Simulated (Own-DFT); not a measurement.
# Computed records: GaN (wurtzite, strained, atoms displaced)

A calculation, not a measurement: plane-wave PBE density functional theory by an unreviewed code, no spin, of a simulated periodic cell, stress positive in tension, free energy of the whole cell less one offset for each atom, forces on such cells passed a denser k mesh, this cell's mesh not checked; offsets are fitted by least squares, one for each functional and potential file, so energies compare only between cells with the same atoms and settings and are not formation energies; the far tail of each file's local potential was reset to the Coulomb form; each entry is a single point on an unrelaxed cell, so the pressure reflects the starting lattice, mostly measured values (interpolated for alloys), from which strain is counted, and rises with the displacements; printed positions are rounded, which can move forces by about a meV/angstrom; the program, named Own-DFT, is a retired in-house code; no spin-orbit coupling. Program: Own-DFT development build.

Common to all runs: functional PBE; potential files PseudoDojo norm-conserving, scalar-relativistic, standard set with the stringent files for Ga; wave cutoff 96 hartree; occupations Gaussian; smearing width 0.01 eV; k mesh 3 x 4 x 3 centred on Gamma.

(1) GaN (wurtzite, strained, atoms displaced)

```
GaN
1.0
     12.7560     0.0000     0.0000
     -4.7835     8.2853     0.0000
      0.0000     0.0000    10.5515
Ga N Ga N Ga N Ga N Ga N Ga N Ga N Ga N Ga N Ga N Ga N Ga N Ga N Ga N Ga N Ga N Ga N Ga N Ga N Ga N Ga N Ga N Ga N Ga N
2 2 2 2 2 2 2 2 2 2 2 2 2 2 2 2 2 2 2 2 2 2 2 2 2 2 2 2 2 2 2 2 2 2 2 2 2 2 2 2 2 2 2 2 2 2 2 2
Direct
  0.08642 0.21900 0.00985
  0.17130 0.11744 0.24794
  0.08597 0.22663 0.18729
  0.16936 0.11240 0.42842
  0.08269 0.22014 0.49650
  0.16781 0.11093 0.74554
  0.08526 0.21758 0.68189
  0.16214 0.11190 0.94578
  0.08903 0.56367 0.99548
  0.17204 0.44589 0.24213
  0.08397 0.55666 0.19141
  0.16429 0.44418 0.43786
  0.07853 0.55757 0.50149
  0.16599 0.43954 0.75423
  0.08672 0.56436 0.69392
  0.16622 0.44901 0.93920
  0.07896 0.88529 0.00169
  0.16457 0.77774 0.24223
  0.08827 0.88865 0.19462
  0.15603 0.77539 0.43255
  0.08161 0.88418 0.49743
  0.16357 0.77975 0.75346
  0.07868 0.88381 0.69231
  0.16487 0.77131 0.93765
  0.33255 0.21183 0.99738
  0.41156 0.10207 0.25262
  0.33775 0.21635 0.18120
  0.41813 0.10397 0.44509
  0.32686 0.21212 0.50640
  0.41176 0.11296 0.74772
  0.32714 0.21037 0.68272
  0.41985 0.11508 0.93760
  0.33027 0.55372 0.99955
  0.42192 0.44335 0.25043
  0.33834 0.56207 0.18745
  0.40960 0.43379 0.44939
  0.33414 0.55256 0.50031
  0.41539 0.44578 0.75004
  0.33780 0.55591 0.68468
  0.41410 0.45158 0.93923
  0.33097 0.89029 0.01173
  0.41123 0.77640 0.24937
  0.33436 0.88431 0.18783
  0.41443 0.76909 0.43419
  0.33843 0.89100 0.50382
  0.41455 0.77893 0.75231
  0.33207 0.88830 0.69194
  0.41485 0.77884 0.93676
  0.58434 0.22469 0.00117
  0.66589 0.10610 0.24531
  0.58270 0.22098 0.19093
  0.66233 0.10575 0.43084
  0.57845 0.22121 0.49454
  0.66613 0.12434 0.74456
  0.57945 0.21979 0.69505
  0.66589 0.10921 0.93992
  0.57947 0.54898 0.00174
  0.66520 0.44581 0.25518
  0.58502 0.55967 0.19104
  0.67135 0.44546 0.43684
  0.58704 0.55796 0.49441
  0.66514 0.44202 0.75404
  0.59028 0.56552 0.69366
  0.66194 0.44094 0.94284
  0.58743 0.88943 0.99859
  0.66187 0.77076 0.25137
  0.58574 0.89963 0.18320
  0.66671 0.78560 0.44340
  0.57910 0.89967 0.50074
  0.66300 0.77546 0.74713
  0.58856 0.89076 0.68267
  0.66513 0.77455 0.94144
  0.82958 0.21226 0.99993
  0.91757 0.12144 0.24673
  0.82401 0.21098 0.18983
  0.91685 0.10834 0.43025
  0.83133 0.21606 0.49653
  0.91237 0.10344 0.74286
  0.84135 0.23162 0.68876
  0.91613 0.10887 0.93981
  0.83422 0.55049 0.00485
  0.91635 0.44108 0.24917
  0.83731 0.56151 0.18850
  0.91284 0.44108 0.43258
  0.83698 0.54743 0.49646
  0.92133 0.45787 0.75045
  0.82665 0.55691 0.69621
  0.91511 0.44288 0.93202
  0.83397 0.88738 0.00571
  0.92264 0.78049 0.24688
  0.83645 0.89274 0.18752
  0.91367 0.76793 0.44432
  0.83065 0.88422 0.49259
  0.91857 0.78007 0.75743
  0.83696 0.89225 0.68452
  0.91457 0.78090 0.93231
```

It finds free energy of cell above offsets -6.490 eV; pressure 3.43 GPa; stress xx -5.06 GPa; stress yy -5.4 GPa; stress zz 0.16 GPa; stress yz -0.18 GPa; stress xz -0.06 GPa; stress xy 1.12 GPa.

Force:
```csv
element,x (eV/Å),y (eV/Å),z (eV/Å)
Ga,-1.86,0.761,-1.72
Ga,0.163,-0.395,-0.234
N,0.073,-0.374,0.692
N,-0.419,-0.574,1.24
Ga,0.022,0.324,-0.245
Ga,-1.079,-0.803,1.128
N,-0.564,0.516,0.549
N,1.691,-0.725,-1.36
Ga,-1.134,-2.206,1.044
Ga,-0.708,0.591,1.546
N,0.194,-0.519,-1.186
N,0.075,0.203,-0.312
Ga,1.063,-0.229,-0.097
Ga,-0.087,0.318,-0.844
N,0.383,-0.975,-1.01
N,0.484,-1.161,0.03
Ga,0.175,0.094,-0.068
Ga,0.962,-0.759,1.714
N,-1.249,1.123,-1.71
N,2.284,0.062,0.167
Ga,-0.902,0.736,0.575
Ga,0.773,0.339,-0.221
N,0.639,0.864,-0.827
N,-0.397,2.445,0.397
Ga,-0.876,1.394,-0.067
Ga,0.949,0.808,0.23
N,-0.771,0.713,0.97
N,-1.549,0.494,-1.298
Ga,0.348,0.254,-1.557
Ga,1.216,-0.869,0.928
N,0.071,1.514,1.356
N,-0.238,-1.023,-0.308
Ga,0.062,1.036,0.065
Ga,-1.144,-0.497,0.508
N,0.427,-1.164,-0.184
N,1.542,0.433,-1.673
Ga,-1.009,-0.184,0.067
Ga,0.862,0.117,0.032
N,-1.127,0.039,0.593
N,0.89,-1.688,-0.38
Ga,0.871,-0.033,-2.669
Ga,1.962,0.275,0.282
N,-1.283,0.454,0.742
N,-0.483,0.912,0.33
Ga,-0.995,-1.941,0.064
Ga,0.81,0.035,-0.044
N,-0.226,0.135,-0.602
N,-0.019,0.172,0.614
Ga,0.352,-0.711,0.502
Ga,-1.316,0.659,0.85
N,-0.456,0.253,-0.006
N,-0.057,1.464,0.626
Ga,1.599,0.63,0.898
Ga,2.287,-1.618,1.103
N,-1.094,0.911,-1.739
N,-0.416,0.454,-0.857
Ga,-0.231,0.9,-0.261
Ga,0.882,-0.342,-1.01
N,0.182,-1.032,-0.315
N,-0.839,-0.342,0.407
Ga,-0.568,0.083,1.385
Ga,-0.533,0.465,0.24
N,-0.583,-2.606,-1.226
N,0.702,0.517,-0.191
Ga,-0.947,-0.351,-0.119
Ga,-0.006,2.394,0.27
N,-0.014,-2.711,0.362
N,-0.556,-1.045,-1.243
Ga,0.983,-1.67,0.021
Ga,1.018,1.596,0.88
N,-1.596,0.773,0.756
N,0.439,-0.143,-0.449
Ga,0.186,0.983,-0.407
Ga,0.72,-1.327,0.225
N,1.144,2.182,-0.912
N,-0.091,0.13,0.574
Ga,-0.029,0.171,0.445
Ga,0.325,1.165,1.164
N,-0.968,-0.29,-0.783
N,0.554,0.13,-0.274
Ga,-0.503,0.356,-0.902
Ga,-0.206,0.015,-0.469
N,-0.231,-0.908,0.098
N,1.102,-0.854,0.397
Ga,-1.482,0.848,1.58
Ga,-0.362,-0.991,-0.13
N,1.387,-0.001,-1.327
N,0.391,-0.006,1.515
Ga,-0.626,0.115,-0.865
Ga,-0.96,0.095,1.152
N,0.024,-0.36,0.797
N,-0.176,0.792,-1.273
Ga,0.708,0.353,1.01
Ga,-1.233,-0.237,-1.808
N,-0.415,-1.169,-0.249
N,0.633,-0.763,2.314
```

(2) GaN (wurtzite, strained, atoms displaced)

```
GaN
1.0
     12.7560     0.0000     0.0000
     -4.7835     8.2853     0.0000
      0.0000     0.0000    10.5515
Ga N Ga N Ga N Ga N Ga N Ga N Ga N Ga N Ga N Ga N Ga N Ga N Ga N Ga N Ga N Ga N Ga N Ga N Ga N Ga N Ga N Ga N Ga N Ga N
2 2 2 2 2 2 2 2 2 2 2 2 2 2 2 2 2 2 2 2 2 2 2 2 2 2 2 2 2 2 2 2 2 2 2 2 2 2 2 2 2 2 2 2 2 2 2 2
Direct
  0.08334 0.21481 0.99677
  0.15613 0.10929 0.25212
  0.08237 0.21542 0.18392
  0.16204 0.11344 0.44468
  0.08246 0.21501 0.49387
  0.16696 0.11166 0.74614
  0.08749 0.23260 0.68439
  0.16966 0.10825 0.93558
  0.07465 0.54656 0.99833
  0.17245 0.45478 0.25159
  0.08478 0.56937 0.18769
  0.16760 0.43860 0.43040
  0.08428 0.55205 0.49937
  0.17108 0.44590 0.75904
  0.08369 0.56218 0.68594
  0.16911 0.43670 0.93536
  0.08240 0.88760 0.99845
  0.16646 0.78365 0.24900
  0.08035 0.88874 0.17626
  0.16822 0.77724 0.44180
  0.07989 0.88066 0.50130
  0.17079 0.77122 0.75001
  0.07874 0.88681 0.68520
  0.16292 0.77942 0.93844
  0.34051 0.21776 0.99765
  0.42779 0.11981 0.25576
  0.33809 0.22337 0.18634
  0.41345 0.10609 0.43799
  0.33533 0.22475 0.49601
  0.41567 0.11342 0.75659
  0.32612 0.22486 0.68813
  0.41562 0.10870 0.93663
  0.33457 0.56682 0.00319
  0.40701 0.43490 0.25190
  0.33403 0.55613 0.19781
  0.41392 0.44527 0.44539
  0.33195 0.55741 0.50131
  0.41010 0.44696 0.74098
  0.33900 0.55605 0.68708
  0.42166 0.45069 0.93427
  0.34003 0.89549 0.99934
  0.42638 0.79146 0.24997
  0.32793 0.88889 0.19231
  0.41573 0.77111 0.43871
  0.33126 0.88202 0.50276
  0.41370 0.77446 0.75185
  0.33682 0.89452 0.69499
  0.41677 0.77505 0.94818
  0.59259 0.23592 0.00207
  0.66345 0.10515 0.24861
  0.58935 0.22810 0.18777
  0.66769 0.10771 0.43422
  0.58036 0.22056 0.49874
  0.66771 0.11726 0.75119
  0.57961 0.21824 0.69734
  0.66155 0.10478 0.93641
  0.58100 0.55468 0.00557
  0.67130 0.44964 0.24665
  0.58459 0.55997 0.18621
  0.67109 0.44905 0.43156
  0.58478 0.56620 0.49700
  0.66770 0.44414 0.75237
  0.59053 0.56790 0.68817
  0.66177 0.44018 0.93558
  0.58123 0.88912 0.00517
  0.66849 0.77417 0.24583
  0.58430 0.88803 0.20048
  0.67083 0.78500 0.45096
  0.58423 0.88809 0.50685
  0.66838 0.77957 0.74669
  0.58526 0.88732 0.69188
  0.66472 0.78078 0.93943
  0.83306 0.21370 0.99644
  0.91350 0.10838 0.25137
  0.82861 0.21909 0.19080
  0.91874 0.11671 0.43392
  0.83609 0.22484 0.49730
  0.92847 0.10999 0.74836
  0.83119 0.23059 0.69444
  0.92015 0.11855 0.93858
  0.84030 0.55545 0.98820
  0.91667 0.44852 0.24526
  0.83139 0.55381 0.19017
  0.91654 0.45415 0.44802
  0.83042 0.55539 0.49594
  0.90858 0.44925 0.74416
  0.83756 0.54966 0.68844
  0.91692 0.45234 0.94447
  0.82831 0.88673 0.99920
  0.90706 0.76977 0.25656
  0.83112 0.88245 0.18858
  0.90953 0.76608 0.43467
  0.82821 0.88589 0.49649
  0.91855 0.78354 0.75565
  0.83008 0.89514 0.68200
  0.91509 0.76288 0.94157
```

Results for GaN (wurtzite, strained, atoms displaced): free energy of cell above offsets -4.653 eV; pressure 4.2 GPa; stress xx -6.53 GPa; stress yy -6.6 GPa; stress zz 0.54 GPa; stress yz 0.27 GPa; stress xz 0.1 GPa; stress xy 0.45 GPa.

Force:
```csv
element,x (eV/Å),y (eV/Å),z (eV/Å)
Ga,0.797,0.384,0.669
Ga,2.193,-0.787,-0.144
N,-1.528,1.499,0.004
N,2.268,-1.709,-1.549
Ga,-1.524,1.71,1.194
Ga,-0.574,-0.56,0.474
N,0.398,-0.536,-0.143
N,-0.324,0.124,-0.315
Ga,1.856,1.633,0.416
Ga,-1.21,-0.888,-0.876
N,0.635,-1.933,-0.231
N,-0.599,0.417,1.398
Ga,-0.061,-0.028,0.135
Ga,-0.884,0.325,-1.867
N,0.847,-1.532,0.321
N,-0.881,0.909,1.473
Ga,0.101,0.253,-0.397
Ga,-0.619,0.419,0.372
N,-0.443,0.029,2.665
N,-0.386,-0.078,-0.681
Ga,-0.338,0.406,-0.059
Ga,-1.45,1.165,0.684
N,0.67,0.214,0.407
N,1.705,-0.781,-0.394
Ga,-1.969,1.371,0.488
Ga,-1.419,-0.858,-0.974
N,-0.469,-0.785,0.404
N,0.275,0.299,0.502
Ga,-0.539,-0.63,0.904
Ga,-0.54,0.397,-0.876
N,2,-0.112,-0.696
N,1.454,0.411,0.45
Ga,0.85,-2.801,0.84
Ga,1.007,0.937,0.22
N,0.203,1.098,-1.464
N,0.745,0.2,-1.055
Ga,-0.185,-0.643,-0.224
Ga,3.299,-0.653,1.836
N,-2.891,1.256,-0.442
N,-0.928,-0.631,0.183
Ga,-1.537,-1.033,0.869
Ga,-2.225,-1.902,0.911
N,1.968,1.055,-0.611
N,-0.021,1.27,0.176
Ga,0.338,0.495,0.13
Ga,0.986,0.757,0.289
N,0.097,-0.614,-0.842
N,-0.364,1.385,-1.44
Ga,-0.274,-2.12,-0.012
Ga,0.325,1.341,0.687
N,-0.156,-0.443,-0.15
N,-0.635,0.3,0.807
Ga,0.724,0.363,0.518
Ga,0.359,-1.167,-0.001
N,-0.295,0.779,-1.604
N,0.34,0.815,0.815
Ga,0.109,0.328,-1.242
Ga,-0.723,-0.325,0.333
N,-0.318,-1.075,0.888
N,-1.55,-0.806,0.726
Ga,0.653,-1.429,0.756
Ga,-0.592,0.383,-0.743
N,-0.161,-2.099,-0.564
N,0.73,1.747,0.25
Ga,0.613,0.055,-0.054
Ga,-0.59,0.319,1.289
N,0.911,0.043,-2.015
N,-1.277,-0.842,-2.565
Ga,-0.691,0.442,-0.18
Ga,-0.298,0.45,1.123
N,-1.21,0.571,0.015
N,0.297,-0.247,-0.079
Ga,-1.482,1.15,0.637
Ga,0.222,0.348,-0.723
N,0.796,0.283,-0.792
N,-0.069,-0.979,0.475
Ga,-0.719,0.394,0.827
Ga,-2.306,0.769,0.034
N,1.448,-1.139,-0.936
N,0.744,-1.664,-0.699
Ga,-3.165,-0.898,2.643
Ga,0.256,-0.376,0.982
N,0.424,0.373,-1.251
N,1.296,-1.311,-1.729
Ga,0.044,-0.503,1.407
Ga,4.393,-1.441,1.606
N,-4.522,2.87,-1.122
N,1.439,-3.221,-1.854
Ga,0.937,-0.108,0.147
Ga,1.493,0.475,-1.66
N,-0.231,0.912,-0.3
N,0.067,2.104,0.813
Ga,1.978,1.279,0.584
Ga,-0.263,-0.843,-0.845
N,1.616,-0.201,0.8
N,-1.473,3.417,-1.18
```

(3) GaN (wurtzite, strained, atoms displaced)

```
GaN
1.0
     12.7560     0.0000     0.0000
     -4.7835     8.2853     0.0000
      0.0000     0.0000    10.5515
Ga N Ga N Ga N Ga N Ga N Ga N Ga N Ga N Ga N Ga N Ga N Ga N Ga N Ga N Ga N Ga N Ga N Ga N Ga N Ga N Ga N Ga N Ga N Ga N
2 2 2 2 2 2 2 2 2 2 2 2 2 2 2 2 2 2 2 2 2 2 2 2 2 2 2 2 2 2 2 2 2 2 2 2 2 2 2 2 2 2 2 2 2 2 2 2
Direct
  0.08159 0.21409 0.00016
  0.16140 0.11260 0.25377
  0.08381 0.22108 0.18736
  0.16636 0.11657 0.43276
  0.08762 0.22633 0.49995
  0.16885 0.11080 0.75869
  0.08998 0.23295 0.67788
  0.16646 0.11026 0.93077
  0.08201 0.54813 0.99701
  0.16881 0.45064 0.25164
  0.08600 0.55084 0.18820
  0.16030 0.45767 0.44451
  0.08054 0.56786 0.49533
  0.16871 0.44561 0.75487
  0.08175 0.56253 0.69173
  0.16693 0.45310 0.92829
  0.08510 0.89069 0.99856
  0.16231 0.77895 0.24396
  0.08750 0.89083 0.18708
  0.16257 0.77228 0.44565
  0.08129 0.88798 0.50024
  0.17473 0.78109 0.74732
  0.08191 0.89253 0.68810
  0.16918 0.78942 0.93258
  0.33626 0.22481 0.00489
  0.41088 0.10280 0.25292
  0.33200 0.22016 0.19237
  0.42063 0.11362 0.43775
  0.33367 0.22244 0.49070
  0.41397 0.11513 0.74883
  0.33969 0.22656 0.68526
  0.41872 0.11764 0.93634
  0.33138 0.56027 0.99775
  0.41831 0.44137 0.24304
  0.33622 0.56079 0.18441
  0.41651 0.44336 0.43616
  0.33084 0.55112 0.49040
  0.42676 0.44644 0.75573
  0.33929 0.55521 0.68422
  0.42597 0.44730 0.93704
  0.33612 0.89248 0.99792
  0.41830 0.78949 0.25131
  0.34151 0.90075 0.18613
  0.41771 0.77671 0.43458
  0.33209 0.89638 0.49109
  0.40979 0.76468 0.75028
  0.33582 0.89177 0.69934
  0.41935 0.78170 0.93455
  0.58344 0.22296 0.00761
  0.66743 0.11429 0.24562
  0.58847 0.22006 0.19132
  0.66938 0.11563 0.43966
  0.58611 0.22098 0.49450
  0.66497 0.09883 0.75331
  0.57970 0.22494 0.69474
  0.67170 0.11793 0.94358
  0.58644 0.55001 0.99806
  0.66137 0.44023 0.25447
  0.58076 0.55773 0.18779
  0.67414 0.44315 0.43799
  0.57996 0.55364 0.50669
  0.66256 0.43880 0.75115
  0.58649 0.56080 0.69578
  0.67663 0.44895 0.93913
  0.57732 0.88102 0.99648
  0.66836 0.78328 0.24661
  0.58242 0.88548 0.19212
  0.66211 0.77659 0.44087
  0.57568 0.88476 0.50055
  0.66788 0.78976 0.74630
  0.59078 0.88282 0.69285
  0.66732 0.77435 0.94302
  0.82703 0.20699 0.00165
  0.91477 0.10946 0.24673
  0.82719 0.21490 0.18380
  0.91549 0.11005 0.43911
  0.82647 0.21525 0.50862
  0.92180 0.11437 0.74593
  0.83061 0.21737 0.69223
  0.91464 0.10351 0.94102
  0.83783 0.55253 0.00224
  0.92271 0.44671 0.24940
  0.83568 0.55691 0.18611
  0.91375 0.42723 0.42716
  0.83788 0.55619 0.48970
  0.91319 0.43605 0.75240
  0.84035 0.55924 0.69058
  0.92317 0.44911 0.94596
  0.83108 0.89034 0.00141
  0.92388 0.78103 0.25304
  0.83766 0.88318 0.19572
  0.91025 0.76434 0.44068
  0.83456 0.89863 0.49515
  0.90874 0.77042 0.74669
  0.83651 0.89852 0.68694
  0.91458 0.77370 0.93573
```

Results for GaN (wurtzite, strained, atoms displaced): free energy of cell above offsets -5.206 eV; pressure 3.83 GPa; stress xx -5.85 GPa; stress yy -5.9 GPa; stress zz 0.27 GPa; stress yz -0.15 GPa; stress xz -0.72 GPa; stress xy 0.39 GPa.

Force:
```csv
element,x (eV/Å),y (eV/Å),z (eV/Å)
Ga,-0.253,0.857,-0.144
Ga,0.968,-0.084,-0.804
N,-0.535,0.636,-0.263
N,0.445,-0.822,0.661
Ga,-1.246,0.567,-0.527
Ga,-0.06,0.28,-3.267
N,0.011,-0.836,2.087
N,0.23,0.765,2.675
Ga,-0.109,1.896,0.408
Ga,0.841,-0.591,0.518
N,-0.552,1.278,-0.752
N,2.185,-1.383,-1.443
Ga,-0.377,-3.201,2.212
Ga,-0.229,0.561,-2.862
N,0.647,-1.002,-0.698
N,1.274,-1.367,2.161
Ga,-0.815,-0.619,-0.531
Ga,1.656,-0.592,0.64
N,-0.704,0.649,-0.202
N,-0.03,3.279,-2.346
Ga,-0.584,0.374,0.891
Ga,-2.258,-0.236,0.351
N,0.445,-0.005,-0.23
N,1.009,-1.119,1.119
Ga,-0.224,-0.081,-0.505
Ga,0.651,2.342,-0.137
N,-0.167,-0.338,-0.467
N,-0.599,-0.058,-0.463
Ga,-0.129,0.21,1.487
Ga,0.931,-0.352,0.507
N,-1.384,0.017,-0.428
N,0.259,-0.26,0.724
Ga,0.921,-0.467,0.154
Ga,-0.768,0.847,0.772
N,-0.361,-0.169,0.327
N,0.081,-0.046,-0.633
Ga,-0.402,0.32,1.222
Ga,-1.487,-0.419,-0.86
N,-0.338,-0.775,0.011
N,-1.816,-0.465,0.715
Ga,-0.597,0.315,-0.472
Ga,0.942,-1.322,-0.325
N,-1.154,-2.174,-0.414
N,-1.455,0.216,0.321
Ga,0.82,-1.35,1.78
Ga,0.551,1.387,-0.405
N,1.037,0.177,-2.111
N,-0.843,-0.622,0.189
Ga,0.238,0.468,-1.041
Ga,0.849,-1.128,1.167
N,-2.284,0.395,-0.108
N,-0.385,-1.534,-0.443
Ga,-0.149,0.705,1.596
Ga,-1.234,1.453,0.41
N,1.384,-1.327,-1.348
N,-1.479,-1.839,-1.015
Ga,0.596,0.847,0.596
Ga,0.793,1.02,-0.636
N,1.155,-0.286,-0.207
N,-1.971,-0.088,0.192
Ga,0.896,0.338,-0.347
Ga,1.285,1.235,0.257
N,0.712,0.281,-0.998
N,-0.994,-1.071,0.03
Ga,1.364,0.982,0.988
Ga,0.394,-0.927,1.03
N,-0.432,0.883,-1.028
N,0.423,0.031,-0.328
Ga,1.394,0.724,0.222
Ga,4.082,-2.464,1.923
N,-4.913,1.639,-1.808
N,-0.666,0.427,-0.705
Ga,1.069,2.036,0.122
Ga,-0.207,0.122,0.702
N,1.292,0.719,0.483
N,0.312,1.128,-0.649
Ga,1.152,0.551,-0.815
Ga,0.377,0.178,0.459
N,0.104,0.089,-0.046
N,0.293,1.19,-0.879
Ga,-0.274,0.834,0.048
Ga,-1.218,-1.004,-1.002
N,0.049,-0.16,0.909
N,-0.336,1.415,1.708
Ga,0.49,-2.052,1.851
Ga,0.18,1.444,0.547
N,-1.01,-1.804,-1.188
N,-0.638,-2.035,-1.162
Ga,1.168,-1.545,0.336
Ga,-0.592,-1.271,-0.12
N,-0.891,0.775,-0.929
N,0.358,3.147,-0.9
Ga,-0.014,-1.966,0.793
Ga,0.744,1.393,0.644
N,0.065,-0.937,-0.417
N,0.041,0.769,0.463
```
